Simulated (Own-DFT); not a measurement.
# Short bonds, stiff crystals?

Calculated, not measured: single-point runs of Own-DFT, a retired in-house plane-wave DFT program that no person has reviewed, on unrelaxed cells, without spin or spin-orbit coupling.

Keep in mind (not all hold for every row): forces on such cells moved up to 12 meV/angstrom on a denser k mesh; forces not confirmed at this smearing and k mesh; k mesh not checked against a denser one; forces on such cells passed a denser k mesh, each cell not checked; stress not checked against mesh or cutoff.

All runs are PBE with PseudoDojo norm-conserving files; cutoff and k mesh are each material's own. Every cell starts from measured lattice constants and was given uniform random strains and small random moves of its atoms. Each triple is the change of volume in per cent, the rms move u in Å and the pressure in GPa.

- 2H SiC (C36Si36), 10.36 Å³/atom unstrained: (-2.82, 0.047, 12.48); (-1.61, 0.048, 9.37); (-0.25, 0.052, 6.17); (0.79, 0.051, 3.69); (1.41, 0.049, 2.60); (1.41, 0.049, 2.56); (1.61, 0.046, 1.81)
- wurtzite AlN (Al36N36), 10.45 Å³/atom unstrained: withheld
- diamond silicon (Si64), 20.02 Å³/atom unstrained: (-3.01, 0.050, 5.65); (-2.76, 0.049, 5.39); (-1.16, 0.053, 3.91); (-1.06, 0.053, 3.79); (0.69, 0.049, 1.82); (0.85, 0.053, 1.97); (1.84, 0.052, 0.73)
- zincblende GaP (Ga32P32), 20.24 Å³/atom unstrained: (-2.09, 0.052, 5.43); (-0.11, 0.046, 3.26); (0.33, 0.051, 3.30); (0.66, 0.054, 3.05); (1.04, 0.052, 2.58); (1.83, 0.051, 2.07); (2.49, 0.050, 1.24)
- zincblende GaAs (As32Ga32), 22.58 Å³/atom unstrained: (-3.15, 0.050, 6.66); (-1.56, 0.049, 5.47); (-0.04, 0.052, 4.21); (1.53, 0.050, 2.91); (1.65, 0.047, 2.77); (1.88, 0.047, 2.58); (2.84, 0.049, 1.90)
- zincblende InP (In48P48), 25.27 Å³/atom unstrained: (-3.38, 0.051, 6.44); (-1.70, 0.051, 5.13); (-1.17, 0.046, 4.63); (0.44, 0.050, 3.47); (1.29, 0.049, 2.77); (1.36, 0.052, 2.77); (3.33, 0.049, 1.38)
- grey tin (Sn64), 34.15 Å³/atom unstrained: (-3.29, 0.049, 5.67); (-2.62, 0.050, 5.26); (-1.65, 0.053, 4.62); (-0.73, 0.050, 4.12); (0.55, 0.053, 3.69); (1.17, 0.051, 3.20); (1.47, 0.049, 3.01)

## Working it out

Fit a line to each set against the fractional change of volume; B is minus its slope, and u is nearly the same within a set. To take it to zero pressure, assume that B rises by 4 GPa for each GPa: B0 = B - 4 x (mean pressure). The bond length of an ideal tetrahedral crystal with the unstrained volume v is d = (√3/4)(8 v)^(1/3). Cohen's empirical rule reads B0 = (1971 - 220 L) d^(-3.5) GPa, with L = 0 for group IV crystals and SiC and 1 for III-V compounds.

| material | L | d (Å) | B (GPa) | mean P (GPa) | B0 (GPa) | rule (GPa) |
|---|---|---|---|---|---|---|
| 2H SiC (C36Si36) | 0 | 1.888 | 235 ± 4 | 5.5 | 212 ± 4 | 213 |
| wurtzite AlN (Al36N36) | 1 | 1.893 | ? | ? | ? | 188 |
| diamond silicon (Si64) | 0 | 2.352 | 101 ± 3 | 3.3 | 87 ± 3 | 99 |
| zincblende GaP (Ga32P32) | 1 | 2.360 | 88 ± 5 | 3.0 | 76 ± 5 | 87 |
| zincblende GaAs (As32Ga32) | 1 | 2.448 | 81 ± 1 | 3.8 | 66 ± 1 | 76 |
| zincblende InP (In48P48) | 1 | 2.541 | 76 ± 1 | 3.8 | 61 ± 1 | 67 |
| grey tin (Sn64) | 0 | 2.810 | 54 ± 2 | 4.2 | 37 ± 2 | 53 |

A line through ln[B0/(1971 - 220 L)] against ln d has a slope of -4.3 ± 0.2 and a scatter of 7 %. Against the rule, B0 stands at 100 % for 2H SiC, 88 % for diamond silicon, 87 % for zincblende GaP, 86 % for zincblende GaAs, 91 % for zincblende InP, 69 % for grey tin. PBE tends to make silicon and heavier crystals too soft, and the rule itself is only a guide.

## The run left out

Question: what B0 does the fitted trend give for wurtzite AlN (Al36N36)?

The line gives 194 GPa. Its own runs give B = 215 ± 11 GPa at a mean pressure of 5.0 GPa, so B0 = 195 GPa.
